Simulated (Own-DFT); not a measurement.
Simulation results for Si₂₄O₄₇ (quartz with one vacancy, atoms displaced)

All values are calculated (Own-DFT development build). A calculation, not a measurement: plane-wave PBE density functional theory by an unreviewed code, no spin, of a simulated periodic cell, stress positive in tension, free energy of the whole cell less one offset for each atom, some atoms lie very close together, defect cell not probed for a lower state with spin; oxygen file: force components 24 meV/angstrom off all-electron in one glass; forces on such cells passed a denser k mesh, this cell's mesh not checked; offsets are fitted by least squares, one for each functional and potential file, so energies compare only between cells with the same atoms and settings and are not formation energies; the far tail of each file's local potential was reset to the Coulomb form; each entry is a single point on an unrelaxed cell, so the pressure reflects the starting lattice, mostly measured values (interpolated for alloys), from which strain is counted, and rises with the displacements; printed positions are rounded, which can move forces by about a meV/angstrom; the program, named Own-DFT, is a retired in-house code; no spin-orbit coupling; before rounding, a Quantum ESPRESSO 7.3.1 run of the same cell and cutoff gave forces within 1 meV/angstrom rms on each cell, which checks the program and not the settings.

Common to all runs: functional PBE; potential files PseudoDojo norm-conserving, scalar-relativistic, standard set; wave cutoff 72 hartree; occupations Fermi-Dirac; smearing width 0.1 eV; k mesh 3 x 3 x 2 centred on Gamma.

(1) Si₂₄O₄₇ (quartz with one vacancy, atoms displaced)

```xyz
71
Lattice="9.8268 0.0000 0.0000 -4.9134 8.5103 0.0000 0.0000 0.0000 10.8104" Properties=species:S:1:pos:R:3 Si24O47
Si    -2.6273     8.3720    10.6977
Si    -1.0446     2.0032     3.5159
Si     1.2726     2.2066     1.8500
O      1.2902     1.1420     0.5162
O      2.7431     2.4549     2.3373
O      3.2236     0.6619     4.3197
O     -1.0787     3.1878     4.6437
O      0.3416     1.7474     2.9687
O      0.9014     3.6291     1.0615
Si    -2.5717     8.4427     5.3230
Si    -1.1290     1.9707     9.0106
Si     1.3026     2.3700     7.2483
O      1.4981     1.0319     6.0474
O      2.7995     2.4372     7.8509
O     -1.2950     3.0228    10.1203
O      0.3180     1.7880     8.4912
O      0.6384     3.6715     6.5037
Si    -0.2347     4.3607    10.7445
Si    -3.5585     6.2527     3.5351
Si    -1.1204     6.4543     1.7802
O     -1.0667     5.3601     0.5577
O      0.1991     6.6705     2.3503
O      0.8282     4.7660     4.1876
O     -3.5517     7.3824     4.7103
O     -2.2027     6.0544     2.9817
O     -1.6327     7.8049     1.1605
Si    -0.1557     4.2629     5.5384
Si    -3.6148     6.3038     8.9518
Si    -1.1019     6.4255     7.2598
O     -1.2167     5.3944     5.9992
O      0.2710     6.8108     7.9024
O      0.8708     4.9765     9.5989
O     -3.6077     7.3870    10.1590
O     -2.0477     6.0452     8.3544
O     -1.7891     7.6841     6.5645
Si     2.3781     8.4613     0.0526
Si     3.7440     2.0067     3.4284
Si     6.2575     2.2453     1.6934
O      6.2125     1.1910     0.5641
O      7.6543     2.5380     2.4161
O      8.4261     0.6287     4.1729
O      3.8438     3.0344     4.7506
O      5.2510     1.7817     2.8849
O      5.6510     3.3960     1.1897
Si     7.2217     0.0729     5.4894
Si     3.7404     2.0272     9.0955
Si     6.1324     2.2507     7.3167
O      6.1331     1.0186     6.1005
O      7.6527     2.4909     7.8819
O      8.2182     0.7325     9.5604
O      3.7574     3.1851    10.1552
O      5.3150     1.6877     8.5726
O      5.6924     3.5883     6.5304
Si     4.8576     4.1491     0.0130
Si     1.3578     6.3345     3.5392
Si     3.6981     6.6228     1.7317
O      3.7604     5.4365     0.7216
O      5.2287     6.7999     2.4884
O      5.7489     4.8285     4.1231
O      1.3178     7.4553     4.7043
O      2.7883     5.9474     2.9694
O      3.1559     7.8999     1.1452
Si     4.7662     4.2738     5.3508
Si     1.1723     6.3132     9.0467
Si     3.8114     6.4220     7.2160
O      3.7594     5.3402     6.0093
O      5.2147     6.9398     7.7987
O      5.7255     5.0048     9.6123
O      1.3361     7.4355    10.2938
O      2.7376     6.0505     8.2922
O      3.3233     7.8798     6.6577
```

Results for Si₂₄O₄₇ (quartz with one vacancy, atoms displaced): free energy of cell above offsets -8.743 eV; pressure 9.91 GPa; stress xx -10.2 GPa; stress yy -11.86 GPa; stress zz -7.65 GPa; stress yz 2.01 GPa; stress xz -2.65 GPa; stress xy 1.87 GPa.

Force:
```tsv
element	x (eV/Å)	y (eV/Å)	z (eV/Å)
Si	4.454	8.016	3.542
Si	-5.064	3.177	2.445
Si	0.565	1.141	-6.874
O	1.01	-1.055	1.209
O	0.519	0.676	-0.67
O	3.064	2.07	-4.504
O	0.38	0.026	0.85
O	2.401	-1.274	-0.062
O	-2.257	0.742	-0.984
Si	-0.121	-1.412	3.663
Si	-0.029	5.443	-4.101
Si	-0.076	-5.023	-1.416
O	-2.78	5.124	3.578
O	-0.239	1.201	-0.496
O	2.475	6.506	4.202
O	4.115	1.094	-3.186
O	9.196	-6.974	11.65
Si	6.278	-10.45	-3.11
Si	-5.185	0.754	3.808
Si	-7.011	-1.338	-0.905
O	-5.17	5.649	3.56
O	8.707	0.858	4.097
O	-0.06	2.756	0.902
O	-0.998	-1.562	-0.845
O	6.878	-1.178	-3.838
O	-1.929	2.064	-2.46
Si	-8.289	5.606	-15.32
Si	1.715	2.053	-2.641
Si	-0.531	2.22	-5.887
O	1.363	-0.769	0.789
O	0.369	1.207	-1.32
O	-3.482	-6.546	3.458
O	-3.065	-3.695	-2.125
O	-5.425	-1.822	5.786
O	0.45	1.741	-0.703
Si	-4.589	7.862	-7.898
Si	2.251	-1.441	5.163
Si	5.156	-9.662	7.585
O	2.28	-3.91	-2.432
O	1.677	-0.496	-0.006
O	-3.682	-3.065	3.43
O	0.287	0.927	-0.773
O	-0.908	-0.853	0.68
O	-5.903	13.61	-6.464
Si	3.391	-2.367	-2.099
Si	-0.234	-4.68	-0.15
Si	2.309	-0.906	-2.069
O	-0.394	2.508	1.892
O	-0.804	0.218	-1.797
O	-4.783	-11.19	6.4
O	0.615	1.619	1.201
O	-2.239	0.555	0.581
O	-0.415	0.541	0.407
Si	-2.071	4.391	0.034
Si	-2.815	-3.533	1.792
Si	4.482	-5.031	5.912
O	2.514	-3.573	-3.21
O	-3.196	0.832	-3.058
O	-1.131	-0.572	1.608
O	1.035	0.667	0.071
O	0.675	1.517	-1.28
O	3.073	1.254	4.173
Si	0.532	-2.062	-1.955
Si	6.905	5.07	-0.707
Si	-1.06	2.327	-1.476
O	0.491	0.214	0.303
O	2.016	-1.641	1.27
O	-1.989	-4.655	2.945
O	-0.992	-2.446	-2.369
O	-2.77	-0.569	2.739
O	-1.941	1.524	-2.533
```

(2) Si₂₄O₄₇ (quartz with one vacancy, atoms displaced)

```xyz
71
Lattice="9.8268 0.0000 0.0000 -4.9134 8.5103 0.0000 0.0000 0.0000 10.8104" Properties=species:S:1:pos:R:3 Si24O47
Si     2.3592     0.0206     0.0349
Si    -1.1646     2.0234     3.6758
Si     1.3005     2.2221     1.8185
O      1.5442     1.1180     0.7156
O      2.8656     2.6052     2.4517
O      3.3397     0.6910     4.2736
O     -0.9498     3.1079     4.7317
O      0.4574     1.9012     3.0189
O      0.8388     3.6730     1.2199
Si     2.3029     0.0830     5.4219
Si    -1.1108     2.0338     8.9923
Si     1.3643     2.3235     7.2533
O      1.4846     1.1340     6.0260
O      2.6237     2.6847     7.9421
O      3.1792     0.6357     9.5835
O     -1.2223     3.0654    10.2391
O      0.3240     1.7495     8.3880
O      0.8749     3.7272     6.4863
Si    -0.1227     4.1686    10.7465
Si    -3.6198     6.2978     3.5540
Si    -1.1198     6.4480     1.7848
O     -1.1432     5.3754     0.7072
O      0.2421     6.7981     2.3602
O      0.8524     4.8085     4.3483
O     -3.5042     7.3326     4.7232
O     -2.1306     5.9326     3.0266
O     -1.8039     7.8745     1.1893
Si    -0.1514     4.3365     5.3406
Si    -3.5992     6.3393     8.9914
Si    -1.0695     6.3506     7.1537
O     -1.1069     5.2816     6.1111
O      0.3272     6.6101     7.6667
O      0.6475     4.9622     9.6421
O     -3.5381     7.4894    10.3268
O     -2.2153     5.8700     8.3780
O     -1.7173     7.9501     6.5918
Si     2.3361     8.4763    10.8034
Si     3.7960     1.9831     3.6118
Si     6.1729     2.2634     1.7123
O      7.7059     2.3199     2.3928
O      8.1286     0.6836     4.0861
O      3.7769     3.1048     4.7149
O      5.0867     1.7747     2.9249
O      5.6989     3.5937     1.2747
Si     2.2599     8.3560     5.4274
Si     3.7787     1.9733     9.0791
Si     6.3618     2.2376     7.1800
O      6.2199     1.1030     6.1844
O      7.6845     2.4839     7.9056
O      8.2048     0.7361     9.5114
O      3.7563     3.1911    10.0162
O      5.2530     1.7077     8.4206
O      5.5736     3.5219     6.5609
Si     4.8119     4.2152     0.0128
Si     1.3592     6.2873     3.5972
Si     3.7898     6.5186     1.9455
O      3.8412     5.4616     0.7387
O      5.1803     6.7504     2.5592
O      5.6787     4.8812     4.2268
O      1.4439     7.5856     4.8235
O      2.8829     6.1579     2.9745
O      3.2130     8.0693     1.1467
Si     4.7859     4.3216     5.2527
Si     1.3725     6.3370     8.9219
Si     3.7948     6.5564     7.2532
O      3.9616     5.4390     5.9248
O      5.0305     6.8316     7.8660
O      5.7298     4.7265     9.6319
O      1.2699     7.4577    10.2028
O      2.7466     6.0498     8.3564
O      3.2558     7.7943     6.4841
```

It finds free energy of cell above offsets -4.632 eV; pressure 13.67 GPa; stress xx -17.62 GPa; stress yy -11.28 GPa; stress zz -12.12 GPa; stress yz -3.16 GPa; stress xz -2.63 GPa; stress xy -5.09 GPa.

Force:
```tsv
element	x (eV/Å)	y (eV/Å)	z (eV/Å)
Si	1.88	1.455	-1.756
Si	2.598	0.867	-5.65
Si	5.296	2.973	-0.825
O	-2.686	2.694	0.474
O	-3.005	-0.419	-1.87
O	-2.338	-4.576	2.209
O	-1.179	1.907	2.09
O	-4.827	-1.731	4.088
O	-1.077	0.387	-2.208
Si	4.053	-5.697	-4.243
Si	1.149	2.771	0.031
Si	-4.684	-0.601	-4.233
O	-4.844	6.382	4.128
O	6.543	-0.332	3.324
O	-0.453	-2.117	1.031
O	1.645	1.355	0.254
O	1.165	0.432	-1.044
O	-0.597	-1.215	0.903
Si	-2.065	1.007	3.837
Si	4.041	-2.917	3.309
Si	-5.772	2.128	0.758
O	1.279	-3.847	-3.556
O	6.767	0.059	4.502
O	4.847	6.396	-6.31
O	0.686	2.703	2.018
O	0.638	0.497	-1.013
O	3.69	-2.899	3.323
Si	-0.343	-5.296	4.235
Si	-2.014	-0.947	2.714
Si	-6.986	6.333	2.683
O	-1.983	-1.565	-3.05
O	4.381	1.152	2.342
O	1.958	1.611	-2.132
O	-3.487	-5.782	-5.24
O	2.048	1.167	-1.828
O	1.896	-3.856	1.656
Si	-1.798	6.481	-2.752
Si	-4.3	3.32	-0.125
Si	3.421	-8.955	2.62
O	-0.868	1.582	-0.478
O	-2.567	-6.123	4.996
O	1.087	2.964	2.003
O	7.955	-1.024	-3.761
O	-2.866	6.854	-3.548
Si	18.07	23.7	12.09
Si	1.072	0.903	-5.463
Si	-6.079	2.515	2.374
O	2.271	-5.162	-4.207
O	1.689	2.031	-1.142
O	-3.415	-7.602	4.1
O	1.115	3.186	4.419
O	-0.083	0.475	-0.131
O	0.647	1.276	-1.098
Si	-2.404	0.611	1.064
Si	-2.001	0.02	0.036
Si	4.177	4.687	-11.17
O	1.215	-1.913	-1.545
O	-0.528	2.235	-2.826
O	4.35	2.496	-5.159
O	-19.85	-22.15	-17.1
O	-9.64	-2.717	9.111
O	3.855	-4.494	4.557
Si	-2.852	-7.157	5.582
Si	-5.603	-0.735	3.496
Si	-7.933	-5.422	-7.345
O	-2.479	3.608	3.37
O	12.78	1.635	7.156
O	1.078	3.782	-1.199
O	-0.229	-2.176	-2.588
O	2.446	-0.892	-0.598
O	0.055	1.689	0.306
```
